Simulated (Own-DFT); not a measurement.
# Computed records: Hf₃₆O₇₁ (tetragonal hafnia with one neutral oxygen vacancy, atoms displaced)

A calculation, not a measurement: plane-wave PBE and HSE06 DFT by an unreviewed code, no spin, of a simulated cell at Gamma alone, so results move with cell size and shape, stress positive in tension, energies less offsets, not probed for a lower state with spin; hafnium file: forces about 75 meV/angstrom off all-electron values; oxygen file: force components 24 meV/angstrom off all-electron in a glass; k mesh not checked against a denser one; forces and stress are PBE's, HSE06 gives the energy alone, and its difference from PBE has offsets of its own; offsets are fitted by least squares, one for each functional and potential file, so energies compare only between cells with the same atoms and settings and are not formation energies; the far tail of each file's local potential was reset to the Coulomb form; each entry is a single point on an unrelaxed cell, so the pressure reflects the starting lattice, taken from the Materials Project, from which strain is counted, and rises with the displacements; printed positions are rounded, which can move forces by about a meV/angstrom; the program is a retired in-house code; no spin-orbit coupling. Program: Own-DFT development build.

Common to all runs: first functional PBE; second functional HSE06; exact exchange share 0.25; screening 0.11 1/bohr; exchange divergence Gygi-Baldereschi; potential files PseudoDojo norm-conserving, scalar-relativistic, made for PBE, standard set; wave cutoff 48 hartree; occupations fixed; k mesh 1 x 1 x 1 centred on Gamma.

(1) 
```xyz
107
Lattice="10.7800 0.0000 0.0000 0.0000 10.7800 0.0000 0.0000 0.0000 10.4493" Properties=species:S:1:pos:R:3:force_x:R:1:force_y:R:1:force_z:R:1 formula=Hf36O71 PBE_energy_of_cell_above_offsets=-100.646 HSE06_less_PBE_above_offsets=-0.127 PBE_pressure=1.01 PBE_stress_xx=-0.61 PBE_stress_yy=-0.63 PBE_stress_zz=-1.78 PBE_stress_yz=-0.15 PBE_stress_xz=-0.38 PBE_stress_xy=-0.07
Hf    10.7733    10.7765     0.0620     -0.011     -0.255     -1.293
Hf     1.7480     1.7665     2.5851      1.038      0.473       0.33
O      0.0287     1.8590     1.6060     -0.912     -0.798     -0.393
O      1.7472     0.0172     3.5954      0.147       -0.7      0.276
O     10.7404     1.7551     4.1914      0.376      1.045      0.105
O      1.7845    10.7004     1.0201     -0.091      0.299      0.125
Hf    10.7322     0.0005     5.1948      0.784     -0.609      0.749
Hf     1.7451     1.7540     7.8266     -0.005        0.7      0.531
O     10.7401     1.7398     6.8449      0.988      0.298     -0.412
O      1.8146    10.7460     8.8873     -0.127      0.613      0.194
O      0.0003     1.7816     9.4109      -0.04     -0.703      0.408
O      1.8531    10.7236     6.2688     -1.318      0.205     -0.131
Hf    10.7753     3.5256    10.4456      0.368      1.212     -0.558
Hf     1.6986     5.3489     2.6803      1.602      1.056     -1.279
O      0.0157     5.4418     1.6114     -0.392     -0.211      0.034
O      1.8089     3.6112     3.6453     -0.398     -0.974      0.703
O     10.7478     5.4317     4.1856      0.273     -1.115       0.13
O      1.7787     3.5807     1.0042      0.406     -0.027       0.47
Hf     0.0432     3.5803     5.1865     -0.648     -0.072      1.011
Hf     1.8245     5.3964     7.8480     -1.369     -1.075      0.314
O      0.0027     5.3932     6.8672      0.342     -0.314     -0.908
O      1.7247     3.5781     8.9213      0.687     -0.324     -1.734
O      0.0110     5.3663     9.4222     -0.016      0.689      0.793
Hf     0.0070     7.2096    10.4288     -0.645     -1.421     -0.106
Hf     1.7900     8.9641     2.5743     -0.022      0.229      0.722
O     10.7795     9.0106     1.5855     -0.411     -0.215      0.151
O      1.8000     7.2107     3.6722      0.061     -0.232     -0.334
O     10.7282     8.9727     4.2345       0.14      0.022      -0.49
O      1.8090     7.1836     1.0492     -0.538      0.738     -0.385
Hf    10.7720     7.1652     5.2350     -0.552      1.051      0.903
Hf     1.8187     9.0111     7.8853     -0.666     -0.444      -1.69
O     10.7310     8.9470     6.8016      0.877      0.491      0.542
O      1.8310     7.1599     8.7574      0.095      1.067      1.579
O     10.7442     8.9710     9.4238      0.454      0.384      0.227
O      1.7135     7.1951     6.2349      1.745      0.013     -0.201
Hf     3.5655    10.7098    10.4402      1.108      1.862      0.478
Hf     5.3688     1.8519     2.5632      0.143     -1.344      0.531
O      3.5463     1.7202     1.6041      0.325      0.514      0.235
O      5.4125    10.7512     3.5797     -0.296      1.567       0.51
O      3.5911     1.8046     4.2291      0.151      0.052      -0.18
O      5.3920     0.0107     1.0181     -0.283     -0.171     -0.233
Hf     3.5843     0.0227     5.2543      0.698     -0.319     -0.056
Hf     5.3525     1.8635     7.8425      0.392     -1.535      0.309
O      3.5502     1.8082     6.7980      0.082      0.438       0.23
O      5.4337     0.0203     8.8509     -0.409      0.025     -0.099
O      3.6141     1.7893     9.4905     -0.049     -0.102     -0.507
O      5.4067    10.6938     6.2646     -0.309      0.825     -0.699
Hf     3.6433     3.5950     0.0233     -1.778      0.282     -0.196
Hf     5.3858     5.4132     2.6299     -0.169      0.152     -0.953
O      3.5391     5.3720     1.5935      0.309     -0.095      0.753
O      5.4087     3.6099     3.6174     -0.074     -0.018      0.037
O      3.6158     5.3953     4.2119     -0.004     -0.031      0.489
O      5.3880     3.6359     1.0104       0.11     -0.547      0.813
Hf     3.5692     3.5743     5.2208     -0.187      0.033      0.202
Hf     5.3363     5.4278     7.8492      1.387      0.258       0.75
O      3.5864     5.4548     6.8590     -0.193     -0.455     -0.889
O      5.4551     3.5418     8.8719     -0.599      1.381      0.214
O      3.6171     5.3783     9.4465      0.126      0.117      -0.16
O      5.3859     3.5844     6.2534     -0.749      0.008     -0.142
Hf     3.5451     7.2519     0.0186      1.275     -1.691      0.083
Hf     5.3442     9.0046     2.6797      0.769     -0.079     -0.655
O      3.6097     9.0073     1.6091     -0.515     -0.293     -0.483
O      5.4180     7.1754     3.6639     -0.212      0.175      0.003
O      3.6308     9.0204     4.1907     -0.241     -0.518       0.39
O      5.3714     7.1465     0.9867     -0.139      0.044      0.419
Hf     3.5839     7.1922     5.2111     -0.231      0.128      0.569
Hf     5.4087     8.9793     7.8584      0.683      0.598     -0.123
O      3.6157     9.0218     6.8828     -0.623     -0.607     -0.457
O      5.3955     7.2202     8.8877     -0.354     -0.666      -0.31
O      3.5874     9.0018     9.4391     -0.284     -0.691     -0.223
O      5.4170     7.1948     6.2796     -0.478     -0.311     -0.527
Hf     7.2082    10.7678     0.0669     -1.178      0.178     -1.426
Hf     8.9569     1.7825     2.6400     -0.093       0.84     -0.349
O      7.1833     1.7450     1.5751     -0.078      0.359      0.037
O      9.0235     0.0079     3.6308     -0.206     -0.317     -0.024
O      7.1411     1.7808     4.1253      0.408      0.408      0.979
O      9.0022     0.0184     0.9927       0.07      0.006       1.06
Hf     7.1906     0.0425     5.2631      -0.58     -0.283     -0.169
Hf     8.9536     1.8141     7.9167     -0.103      0.026     -0.465
O      7.1837     1.8348     6.8669     -0.243      -0.24      -0.81
O      8.9904    10.7733     8.8852     -0.044      0.042      -0.07
O      7.1951     1.8055     9.4314      0.304      -0.35      0.583
O      8.9930     0.0125     6.2235     -0.644     -0.106      0.198
Hf     7.1518     3.5895     0.0168      1.375       0.61     -0.834
Hf     9.0238     5.3857     2.6503     -0.846     -0.106     -0.876
O      7.2318     5.3911     1.5845     -0.505     -0.132      0.437
O      9.0214     3.5830     3.6426      -0.02     -0.111     -0.193
O      7.2151     5.3811     4.1946      0.016      0.231      0.359
O      9.0086     3.5596     1.0196     -0.639     -0.024       0.16
Hf     7.1628     3.6209     5.2532      0.902     -0.211      0.083
Hf     8.9486     5.4143     7.8253      0.335     -0.438      0.521
O      7.1785     5.3222     6.8591     -0.525     -0.131     -0.841
O      8.9723     3.5954     8.8336       0.12      0.119      0.399
O      7.1960     5.3825     9.3834     -0.256      0.151      0.926
O      9.0486     3.5729     6.2358     -0.591      0.067     -0.586
Hf     7.2119     7.2176     0.0116     -0.543     -0.844     -0.501
Hf     8.9784     8.9839     2.6424     -0.038     -0.143     -0.255
O      7.1693     8.9743     1.6251      0.441      0.023     -0.193
O      8.9901     7.2082     3.6252     -0.375     -0.137      0.137
O      7.1430     9.0257     4.2066      0.563     -0.114      0.145
O      8.9921     7.1504     0.9950      0.479      0.561      0.333
Hf     7.1907     7.2348     5.1801     -0.178     -0.102       0.89
Hf     8.9896     9.0010     7.8445     -0.371     -0.589      -0.12
O      7.1775     8.9612     6.8293      0.436      0.317     -0.212
O      8.9696     7.1660     8.8650      0.162      0.691       0.12
O      7.1574     8.9721     9.3996      0.376      0.376      0.841
O      8.9259     7.2334     6.2906      0.459     -0.709     -0.791
```

Units: PBE_energy_of_cell_above_offsets, HSE06_less_PBE_above_offsets in eV; PBE_pressure, PBE_stress_xx, PBE_stress_yy, PBE_stress_zz, PBE_stress_yz, PBE_stress_xz, PBE_stress_xy in GPa; force_x, force_y, force_z in eV/Å.

(2) 
```xyz
107
Lattice="10.7800 0.0000 0.0000 0.0000 10.7800 0.0000 0.0000 0.0000 10.4493" Properties=species:S:1:pos:R:3:force_x:R:1:force_y:R:1:force_z:R:1 formula=Hf36O71 PBE_energy_of_cell_above_offsets=-89.158 HSE06_less_PBE_above_offsets=0.658 PBE_pressure=3.61 PBE_stress_xx=-1.77 PBE_stress_yy=-5.74 PBE_stress_zz=-3.32 PBE_stress_yz=0.88 PBE_stress_xz=-0.6 PBE_stress_xy=0.29
Hf    10.7047    10.6263     0.1160     -0.152      3.748     -0.859
Hf     1.8637     1.7737     2.6172     -1.223      1.074     -2.448
O      0.0509     1.8763     1.4775     -0.368     -2.341      1.965
O      1.6469    10.7458     3.4887      0.836     -0.105      1.963
O      0.0678     1.8003     4.2425      -0.28     -2.116      -1.15
O      1.8215    10.7331     1.0729     -0.343     -0.955     -1.084
Hf     0.1033    10.7476     5.1943     -1.389     -0.482      0.108
Hf     1.7640     1.8263     7.7740     -3.105      0.814      2.488
O      0.0527     1.7162     6.7930     -1.328      1.276     -0.519
O      1.7510     0.1361     8.8716      1.369      -3.31      0.084
O      0.0666     1.7762     9.3367     -0.741     -0.358      1.091
O      1.6874    10.7561     6.3100      3.421      0.246     -0.548
Hf     0.1889     3.6333     0.0571     -4.163     -3.427     -0.654
Hf     1.8670     5.3652     2.6579     -1.105     -0.073     -0.498
O      0.0646     5.3096     1.5160     -0.305      1.527       1.88
O      1.7125     3.5158     3.6150       0.51      2.389      0.042
O     10.6262     5.3699     4.2538      0.444      0.435     -1.978
O      1.7637     3.5080     1.0272      4.163      0.375      1.429
Hf     0.0402     3.4772     5.1811     -2.042      0.469      0.848
Hf     1.7041     5.4022     7.8129      0.517     -0.532      0.243
O     10.6898     5.2466     6.6740      1.464      0.613      1.417
O      1.7673     3.6324     8.9538      0.893      0.563     -2.029
O     10.7107     5.2628     9.3890      0.405       3.38     -1.195
O      1.8359     3.5158     6.1681      0.795      1.135      0.738
Hf    10.6753     7.2987     0.0536      0.485     -3.554      0.433
Hf     1.8128     8.9964     2.5487      0.185     -1.162      0.934
O     10.7023     8.9733     1.6226      1.011     -0.467     -0.489
O      1.9683     7.2531     3.7883     -0.749     -1.558     -1.701
O     10.7723     8.8961     4.2146     -0.453     -0.413     -0.642
O      1.7782     7.1161     0.9999     -0.755      0.936       0.69
Hf    10.7555     7.0675     5.1948      1.534       2.97      1.958
Hf     1.8804     8.9545     7.8708     -3.252      0.938      -0.88
O      0.0179     8.9348     6.7740     -0.187     -0.383       1.68
O      1.7248     7.2266     8.9349      0.661     -1.371     -0.745
O      0.0047     8.8711     9.4931     -0.005      2.797     -1.025
O      1.7434     7.2366     6.2948      0.861      -1.56      0.347
Hf     3.4962     0.0008    10.3129      0.811      1.529      2.894
Hf     5.4294     1.8099     2.7843      0.356     -2.611     -3.128
O      3.6461     1.7803     1.6782     -0.253      0.418      0.733
O      5.5331    10.6949     3.6701     -1.451      1.914      0.512
O      3.5730     1.9060     4.2803      0.223     -1.018     -0.251
O      5.2854     0.0287     1.1498      0.096     -1.097     -2.078
Hf     3.5902     0.1644     5.2244     -1.323     -2.689     -0.613
Hf     5.3050     1.7834     7.6908      1.638      1.447      2.907
O      3.5172     1.8268     6.8824      1.951     -0.692     -1.348
O      5.5327    10.7425     8.9580     -2.139      0.417     -2.626
O      3.5775     1.8149     9.5549      0.773      0.306     -1.432
O      5.2673     0.0244     6.2346       1.29       0.63      1.602
Hf     3.7177     3.7417    10.3835     -0.911     -3.529      1.693
Hf     5.4154     5.4167     2.6012      0.381      0.192     -0.185
O      3.4553     5.2985     1.4813      2.265      0.329      1.477
O      5.4394     3.5928     3.6774     -0.169      1.052      0.588
O      3.6475     5.3474     4.2688     -0.185      1.916     -1.607
O      5.4987     3.6051     0.9739     -3.271      0.962      1.354
Hf     3.7116     3.7093     5.2289     -1.062      -0.99      1.775
Hf     5.4757     5.4060     7.8677      1.012     -0.304     -0.786
O      3.7353     5.3869     6.8477     -2.452      0.057     -0.155
O      5.4174     3.6192     8.8543      -1.36     -0.861     -0.348
O      3.5052     5.4110     9.4991       0.08      0.995     -2.128
O      5.4715     3.6203     6.3179     -1.819     -1.064     -0.336
Hf     3.5188     7.1760    10.3731     -0.095     -0.123      1.924
Hf     5.3559     8.9742     2.5002      2.196      1.562      1.682
O      3.6097     8.8769     1.5891     -1.097     -0.559     -0.637
O      5.4819     7.2135     3.6971     -1.418     -1.653     -0.036
O      3.6665     9.0151     4.3002     -0.175       1.12     -0.616
O      5.4817     7.0441     1.2163     -1.898      0.945     -1.701
Hf     3.7161     7.2401     5.3052     -1.042      0.399     -0.747
Hf     5.2896     9.0106     7.7749      1.407     -1.193      0.151
O      3.5011     8.9934     6.7277      1.541     -0.113      1.164
O      5.1440     7.2178     8.8622      1.162      0.173      0.717
O      3.5768     8.9333     9.4343     -0.426      1.675     -1.474
O      5.4805     7.2508     6.4191     -0.096     -0.137      -1.13
Hf     7.1035    10.7632    10.2606      0.171      0.576      4.429
Hf     8.9622     1.6444     2.7176     -0.057      4.732     -3.615
O      7.0875     1.8403     1.6240      1.081     -0.171      0.944
O      8.9884     0.0149     3.6613      0.073     -2.816      1.648
O      7.1952     1.7072     4.2178     -0.189       1.45      0.296
O      8.8524    10.6588     1.1288      2.438      1.455     -1.571
Hf     7.2046     0.0573     5.3486      0.626     -1.973     -1.826
Hf     8.9066     1.6985     7.8582      2.962      2.673     -0.046
O      7.2099     1.8836     6.7548      -1.31     -1.312       0.35
O      9.0391    10.7296     8.7326      -0.78     -1.433      1.807
O      7.1387     1.8549     9.5360      0.521     -1.046     -1.714
O      9.1661    10.7262     6.2351     -3.065      0.101     -0.051
Hf     7.1832     3.6274     0.0840      3.726     -0.988     -0.173
Hf     9.0891     5.5500     2.6573     -0.441     -5.935      -2.68
O      7.1623     5.3568     1.5347      1.147       0.28      0.788
O      9.0510     3.5510     3.6405     -0.646      0.448      0.398
O      7.1880     5.4125     4.1973     -0.062     -1.174     -1.317
O      9.0506     3.5113     1.1133     -1.155      0.988     -1.473
Hf     7.1348     3.6396     5.1965      3.294     -0.549      0.438
Hf     9.1229     5.3937     7.9497     -1.844     -2.424     -0.722
O      7.2400     5.2587     6.7877      0.325      0.267      -0.18
O      8.9770     3.5218     8.8031     -0.708      0.881     -0.826
O      7.0539     5.3944     9.3124      0.346      0.675      1.286
Hf     7.0579     7.0941    10.4162      1.568      0.724      0.129
Hf     8.9392     8.9828     2.6626     -1.213      2.878      -1.18
O      7.2371     9.1597     1.5684     -2.131     -1.749      0.472
O      8.8057     7.2371     3.5016      0.241     -0.132      2.535
O      6.9662     8.9548     4.2926      2.198      0.483     -0.318
O      8.8684     7.2114     0.9722      0.525     -0.409      0.944
Hf     7.2575     7.1188     5.1253     -1.851      2.116      1.484
Hf     8.8809     8.9066     7.7288      1.646      0.273      0.104
O      7.1633     9.0226     6.7044      -0.48       0.99      1.663
O      8.8975     7.1245     8.9536      0.615      0.959     -0.951
O      7.2060     8.9728     9.3954     -0.334     -1.746     -0.825
O      8.9537     7.1908     6.2328      0.611     -0.015      0.051
```

Units: PBE_energy_of_cell_above_offsets, HSE06_less_PBE_above_offsets in eV; PBE_pressure, PBE_stress_xx, PBE_stress_yy, PBE_stress_zz, PBE_stress_yz, PBE_stress_xz, PBE_stress_xy in GPa; force_x, force_y, force_z in eV/Å.
